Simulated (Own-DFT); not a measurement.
# Computed records: GaN (wurtzite, strained, atoms displaced)

A calculation, not a measurement: plane-wave PBE density functional theory by an unreviewed code, no spin, of a simulated periodic cell, stress positive in tension, free energy of the whole cell less one offset for each atom, forces on such cells passed a denser k mesh, this cell's mesh not checked; offsets are fitted by least squares, one for each functional and potential file, so energies compare only between cells with the same atoms and settings and are not formation energies; the far tail of each file's local potential was reset to the Coulomb form; each entry is a single point on an unrelaxed cell, so the pressure reflects the starting lattice, mostly measured values (interpolated for alloys), from which strain is counted, and rises with the displacements; printed positions are rounded, which can move forces by about a meV/angstrom; the program, named Own-DFT, is a retired in-house code; no spin-orbit coupling. Program: Own-DFT development build.

Settings shared by all entries: functional PBE; potential files PseudoDojo norm-conserving, scalar-relativistic, standard set with the stringent files for Ga; wave cutoff 96 hartree; occupations Gaussian; smearing width 0.01 eV; k mesh 3 x 4 x 3 centred on Gamma.

(1) GaN (wurtzite, strained, atoms displaced)

```xyz
96
Lattice="12.7560 0.0000 0.0000 -4.7835 8.2853 0.0000 0.0000 0.0000 10.4478" Properties=species:S:1:pos:R:3 GaN
Ga     0.0053     1.8905    10.4150
Ga     1.7483     0.8424     2.6015
N      0.0734     1.8425     1.9542
N      1.6217     0.9401     4.5570
Ga    -0.1323     1.8359     5.2585
Ga     1.6366     0.9322     7.8271
N      0.0071     1.7868     7.1794
N      1.6171     0.9136     9.8485
Ga    -1.6190     4.6216    10.4193
Ga    -0.0010     3.6333     2.6699
N     -1.5704     4.6590     1.9107
N      0.0479     3.7199     4.5569
Ga    -1.5171     4.6028     5.2530
Ga     0.0298     3.6013     7.8919
N     -1.5739     4.6032     7.1466
N     -0.0015     3.8401     9.9135
Ga    -3.1401     7.4619     0.0216
Ga    -1.5735     6.4711     2.5541
N     -3.1158     7.3804     1.9966
N     -1.6418     6.4262     4.5595
Ga    -3.2517     7.3602     5.1594
Ga    -1.7033     6.4206     7.8108
N     -3.1720     7.4334     7.1801
N     -1.5649     6.4800     9.8603
Ga     3.1502     1.8350     0.0143
Ga     4.7468     0.8850     2.5949
N      3.1734     1.8956     1.8564
N      4.7878     0.9537     4.6257
Ga     3.2407     1.8658     5.1519
Ga     4.7576     0.9626     7.8630
N      3.1171     1.8977     7.1770
N      4.7937     0.9135     9.8394
Ga     1.5631     4.5575     0.0081
Ga     3.2074     3.6733     2.6789
N      1.6722     4.5692     1.9371
N      3.1408     3.6272     4.5084
Ga     1.5462     4.5691     5.2339
Ga     3.2163     3.6273     7.7470
N      1.6448     4.6640     7.2591
N      3.2025     3.7603     9.7579
Ga    -0.0506     7.4169     0.0826
Ga     1.5940     6.4346     2.6258
N      0.0681     7.4724     2.0138
N      1.6022     6.5386     4.4343
Ga     0.1048     7.4399     5.1541
Ga     1.5370     6.4866     7.9138
N     -0.0598     7.3357     7.0907
N      1.5994     6.3592     9.7881
Ga     6.4399     1.8454     0.0396
Ga     8.0046     0.9889     2.5856
N      6.3951     1.8844     1.9182
N      8.0467     0.9230     4.5510
Ga     6.3418     1.7664     5.2937
Ga     7.8665     0.8975     7.8792
N      6.3415     1.9263     7.1558
N      8.0131     0.7895     9.8822
Ga     4.8083     4.6243     0.0445
Ga     6.3308     3.6968     2.5901
N      4.8410     4.6466     2.0083
N      6.2936     3.6723     4.5463
Ga     4.8144     4.5499     5.1883
Ga     6.3138     3.6862     7.7886
N      4.8054     4.5555     7.2470
N      6.3106     3.6425     9.8910
Ga     3.1849     7.4006    10.4156
Ga     4.8552     6.4348     2.5804
N      3.2054     7.3994     1.9654
N      4.8051     6.3955     4.5863
Ga     3.2079     7.3511     5.3153
Ga     4.7732     6.3739     7.8781
N      3.0704     7.3265     7.2344
N      4.7146     6.4195     9.8964
Ga     9.6098     1.9163     0.0401
Ga    11.1850     0.9606     2.6437
N      9.5355     1.8609     1.8982
N     11.0301     0.9106     4.5889
Ga     9.5673     1.8335     5.2814
Ga    11.1659     0.9592     7.8437
N      9.6122     1.8319     7.3089
N     11.1442     0.9135     9.7864
Ga     7.9395     4.5628     0.0108
Ga     9.4721     3.6656     2.6143
N      7.9604     4.6373     1.9288
N      9.6063     3.6947     4.5242
Ga     7.9211     4.6466     5.1824
Ga     9.5043     3.7147     7.8472
N      8.0192     4.6328     7.2043
N      9.5228     3.7428     9.8455
Ga     6.3778     7.3948    10.4040
Ga     8.0137     6.4677     2.7082
N      6.3484     7.3159     2.0190
N      8.0118     6.4654     4.6066
Ga     6.4173     7.3082     5.2129
Ga     7.9819     6.4054     7.8315
N      6.3866     7.4330     7.2401
N      8.0128     6.3816     9.8292
```

| Item | Value |
| --- | --- |
| free energy of cell above offsets | -4.514 eV |
| pressure | 5.58 GPa |
| stress xx | -5.15 GPa |
| stress yy | -7.32 GPa |
| stress zz | -4.29 GPa |
| stress yz | -0.37 GPa |
| stress xz | -0.22 GPa |
| stress xy | 0.65 GPa |

Force:
```csv
element,x (eV/Å),y (eV/Å),z (eV/Å)
Ga,-0.228,-0.067,0.833
Ga,-1.655,1.92,0.506
N,-0.522,-0.706,0.245
N,-0.802,-0.067,0.183
Ga,1.597,-0.045,-0.994
Ga,-0.556,-0.32,0.362
N,0.097,0.752,0.441
N,-0.862,1.201,-1.421
Ga,-0.434,0.873,0.946
Ga,0.303,1.021,-1.81
N,-0.239,-1.067,0.862
N,-1.198,-1.321,0.729
Ga,-1.139,0.717,-1.087
Ga,0.086,1.694,-0.199
N,-0.213,-0.79,1.467
N,-1.171,-3.251,-2.354
Ga,-0.824,-2.378,0.131
Ga,0.763,-1.012,1.218
N,-1.192,-0.533,-0.693
N,0.93,0.566,-0.236
Ga,2.685,1.092,1.241
Ga,1.744,0.463,0.289
N,-1.06,-0.9,-0.357
N,-0.867,-0.008,-1.054
Ga,1.269,1.625,-1.555
Ga,0.901,2.802,0.365
N,0.937,-0.619,2.355
N,0.008,0.085,-1.517
Ga,-1.535,-0.718,1.251
Ga,-0.496,-1.071,-0.141
N,1.323,-1.423,-0.887
N,0.013,0.553,-0.632
Ga,2.408,1.256,0.504
Ga,0.133,0.627,-2.416
N,-1.068,0.41,0.939
N,0.533,1.198,2.074
Ga,1.367,1.448,0.64
Ga,-0.734,1.905,2.017
N,-0.869,-1.166,-1.374
N,-0.102,-1.519,0.165
Ga,1.619,-0.905,-0.981
Ga,1.236,-0.121,-2.313
N,-0.872,-2.324,-0.716
N,0.643,-1.279,3.163
Ga,-1.983,-1.665,0.677
Ga,-1.167,-0.73,-0.448
N,0.378,0.914,1.184
N,-0.617,1.753,1.251
Ga,-0.587,-0.817,-0.606
Ga,-0.795,-1.444,0.243
N,-0.436,-0.436,1.523
N,-1.339,-0.019,0.981
Ga,1.665,1.037,-1.873
Ga,1.35,0.128,0.324
N,0.228,-1.453,1.148
N,-0.289,4.469,-1.944
Ga,-1.236,-0.526,0.208
Ga,1.04,-0.309,0.023
N,-1.363,-0.845,-0.427
N,1.986,-0.827,0.346
Ga,-1.574,0.934,0.604
Ga,1.836,0.378,1.825
N,-0.745,1.041,-1.761
N,1.231,0.31,-1.789
Ga,-0.984,-3.251,1.976
Ga,-2.337,0.475,0.813
N,0.1,-0.225,0.05
N,-0.134,0.247,0.475
Ga,0.109,-0.028,-1.581
Ga,-0.197,1.144,0.327
N,1.774,0.739,-0.218
N,1.666,0.456,-1.471
Ga,-0.45,-0.969,-1.359
Ga,-0.176,-0.505,-0.931
N,1.209,0.232,1.304
N,2.057,-0.486,-0.091
Ga,-1.022,1.074,0.433
Ga,0.121,-0.74,0.577
N,-1.935,0.551,-1.184
N,0.629,0.974,0.398
Ga,-0.512,0.791,0.13
Ga,1.427,0.805,-0.495
N,-0.224,0.087,1.276
N,-0.654,-0.113,1.23
Ga,0.824,-1.599,0.347
Ga,1.501,-0.741,0.266
N,-1.672,-0.521,-1.088
N,0.631,-0.877,-1.062
Ga,0.15,-1.097,0.819
Ga,-0.356,-0.183,-2.199
N,2.248,1.793,-0.756
N,-1.338,-0.609,-0.256
Ga,-1.424,0.788,0.813
Ga,0.027,1.613,0.781
N,-0.307,-1.602,-0.673
N,-0.292,1.28,-0.33
```

(2) GaN (wurtzite, strained, atoms displaced)

```xyz
96
Lattice="12.7560 0.0000 0.0000 -4.7835 8.2853 0.0000 0.0000 0.0000 10.4478" Properties=species:S:1:pos:R:3 GaN
Ga     0.0229     1.9409    10.4068
Ga     1.5883     0.8355     2.5012
N     -0.0006     1.8254     1.9946
N      1.5591     0.9332     4.5745
Ga    -0.0445     1.8280     5.1568
Ga     1.5996     0.9143     7.8433
N      0.0365     1.8425     7.2549
N      1.5390     0.9193     9.8620
Ga    -1.5489     4.6552    10.4434
Ga    -0.0331     3.7559     2.7024
N     -1.5250     4.5720     1.8939
N     -0.0079     3.6599     4.6024
Ga    -1.5654     4.5940     5.1558
Ga    -0.0084     3.5801     7.8391
N     -1.6034     4.5212     7.1958
N      0.0625     3.6668     9.7240
Ga    -3.2592     7.2956    10.3995
Ga    -1.5147     6.4391     2.6293
N     -3.2224     7.3644     1.9710
N     -1.5460     6.3935     4.5442
Ga    -3.2166     7.3850     5.2281
Ga    -1.5533     6.4690     7.7228
N     -3.1623     7.3512     7.1653
N     -1.5872     6.4859     9.8172
Ga     3.1697     1.7975     0.0229
Ga     4.7732     0.9604     2.6603
N      3.0651     1.7964     2.0396
N      4.7426     0.9653     4.5808
Ga     3.1829     1.8269     5.1786
Ga     4.8357     0.9525     7.8339
N      3.2833     1.8361     7.2087
N      4.7157     1.0280     9.7761
Ga     1.5750     4.5674    10.3362
Ga     3.2383     3.6569     2.5301
N      1.6458     4.5839     1.9414
N      3.2841     3.7616     4.5786
Ga     1.5332     4.5569     5.2596
Ga     3.2536     3.7032     7.7606
N      1.5879     4.5972     7.2144
N      3.1819     3.7338     9.7272
Ga    -0.0264     7.5048    10.3998
Ga     1.5825     6.3802     2.5921
N     -0.1026     7.3030     2.0139
N      1.4781     6.4827     4.5493
Ga     0.0210     7.3526     5.2271
Ga     1.5051     6.4063     7.8632
N      0.0539     7.3887     7.2524
N      1.6649     6.4440     9.7724
Ga     6.3413     1.8195     0.0582
Ga     7.8921     0.8581     2.6048
N      6.4012     1.9510     2.0125
N      7.9985     0.9462     4.5651
Ga     6.2635     1.8140     5.2970
Ga     8.0307     0.8955     7.8338
N      6.4266     1.8240     7.2029
N      7.9567     0.9309     9.8112
Ga     4.8110     4.5747    10.4429
Ga     6.3559     3.5872     2.6477
N      4.7239     4.6218     2.0192
N      6.3826     3.6145     4.5605
Ga     4.8484     4.6429     5.1269
Ga     6.3312     3.6501     7.8703
N      4.8520     4.6021     7.2406
N      6.3293     3.6311     9.8700
Ga     3.1810     7.3966    10.4118
Ga     4.7648     6.3509     2.6055
N      3.1615     7.3725     1.9590
N      4.8285     6.5251     4.5882
Ga     3.2652     7.3544     5.2378
Ga     4.7681     6.3073     7.8300
N      3.2046     7.3761     7.2624
N      4.8246     6.4796     9.8361
Ga     9.5356     1.8702    10.3900
Ga    11.1037     0.9552     2.5738
N      9.4730     1.8218     1.9883
N     11.2051     0.9512     4.5980
Ga     9.5153     1.8746     5.2198
Ga    11.1233     0.9277     7.8844
N      9.6110     1.9176     7.2177
N     11.1087     0.9340     9.7804
Ga     7.8694     4.6321     0.0635
Ga     9.5327     3.6942     2.6323
N      7.9179     4.6036     1.9583
N      9.5533     3.7245     4.6421
Ga     8.0112     4.6079     5.2573
Ga     9.5756     3.7312     7.7933
N      7.9934     4.5740     7.2676
N      9.6270     3.7008     9.8171
Ga     6.3549     7.3788    10.4058
Ga     7.9933     6.5512     2.6756
N      6.4556     7.3765     1.9643
N      8.0220     6.4101     4.5718
Ga     6.3115     7.4021     5.1269
Ga     7.9783     6.4095     7.8290
N      6.3771     7.2919     7.1854
N      8.0557     6.4084     9.8677
```

| Quantity | Value |
| --- | --- |
| free energy of cell above offsets | -5.290 eV |
| pressure | 5.63 GPa |
| stress xx | -7.2 GPa |
| stress yy | -7.35 GPa |
| stress zz | -2.34 GPa |
| stress yz | -0.62 GPa |
| stress xz | -0.46 GPa |
| stress xy | -0.7 GPa |

Force:
```csv
element,x (eV/Å),y (eV/Å),z (eV/Å)
Ga,-1.042,-1.646,1.393
Ga,-1.721,0.851,1.692
N,-0.415,0.946,-0.507
N,0.554,-0.208,-0.323
Ga,1.251,0.021,1.459
Ga,0.579,0.075,0.254
N,-0.533,-1.466,-1.459
N,0.749,-0.441,-0.85
Ga,-0.221,-0.473,-0.779
Ga,1.426,-1.526,-1.706
N,-1.262,0.502,1.463
N,0.091,0.035,-0.039
Ga,-0.609,-0.005,1.567
Ga,-0.018,1.686,-0.53
N,1.263,1.637,-0.918
N,-1.226,0.95,0.645
Ga,2.316,1.598,1.435
Ga,-3.168,-1.174,-0.128
N,1.329,-1.373,-0.594
N,-0.666,0.988,0.911
Ga,0.645,-0.111,-0.377
Ga,-0.463,-1.094,1.407
N,-0.268,0.177,0.29
N,0.337,0.147,-0.966
Ga,-1.285,1.387,0.024
Ga,-0.348,-0.806,-0.68
N,2.916,0.912,-1.329
N,0.29,-1.221,0.053
Ga,-0.86,0.982,0.7
Ga,-0.166,-0.218,0.083
N,-1.205,0.067,-0.749
N,1.322,-0.78,0.371
Ga,0.876,0.999,1.356
Ga,-1.802,-0.189,1.345
N,-0.869,-0.303,-0.286
N,-1.729,-0.859,-0.198
Ga,1.446,0.971,-0.282
Ga,-0.896,-0.504,0.525
N,0.017,-0.367,-0.481
N,0.617,-1.005,0.743
Ga,0.202,-1.988,0.747
Ga,-0.134,0.614,-0.157
N,3.414,2.726,-1.751
N,2.665,-1.18,0.217
Ga,-1.082,0.793,0.414
Ga,1.971,0.1,-0.113
N,-0.875,0.433,-1.308
N,-1.604,0.405,0.6
Ga,0.594,0.189,-0.343
Ga,0.994,0.757,0.551
N,-1.249,-4.082,-1.343
N,-1.278,-0.642,0.455
Ga,1.897,0.257,-0.646
Ga,0.057,0.645,0.187
N,-0.144,0.148,0.315
N,-0.606,0.261,-0.157
Ga,-1.271,0.931,0.352
Ga,0.517,3.892,0.486
N,1.656,-1.384,-1.3
N,0.382,0.787,0.918
Ga,0.2,-0.123,1.198
Ga,1.574,-0.159,0.373
N,-0.558,-1.209,-1.948
N,0.676,0.238,-0.855
Ga,0.599,-0.547,0.469
Ga,0.516,2.699,-0.224
N,-0.008,-0.812,-0.133
N,-1.236,-1.849,-1.111
Ga,-1.894,0.64,0.451
Ga,0.359,3.081,0.902
N,-0.163,-1.157,-1.048
N,-0.816,-1.159,-0.476
Ga,0.222,0.391,1.05
Ga,0.42,-0.162,0.004
N,0.45,0.379,-0.401
N,-1.957,-0.265,-0.774
Ga,0.929,-0.15,0.413
Ga,0.653,-0.711,-1.111
N,-0.72,-1.186,-0.666
N,0.836,0.106,0.751
Ga,1.593,-0.948,-0.489
Ga,-0.034,-0.021,-0.658
N,0.163,0.327,1.233
N,0.606,-0.556,-1.154
Ga,-1.131,-0.037,0.261
Ga,0.075,-0.535,1.704
N,-1.204,0.167,-0.983
N,-0.957,0.435,-0.227
Ga,1.26,0.353,0.844
Ga,-0.172,-1.774,-0.822
N,-1.917,-0.037,-0.048
N,-1.028,0.509,0.668
Ga,2.679,0.426,1.87
Ga,-0.027,0.419,0.386
N,-0.215,0.81,-0.21
N,-3.129,-0.404,-1.894
```
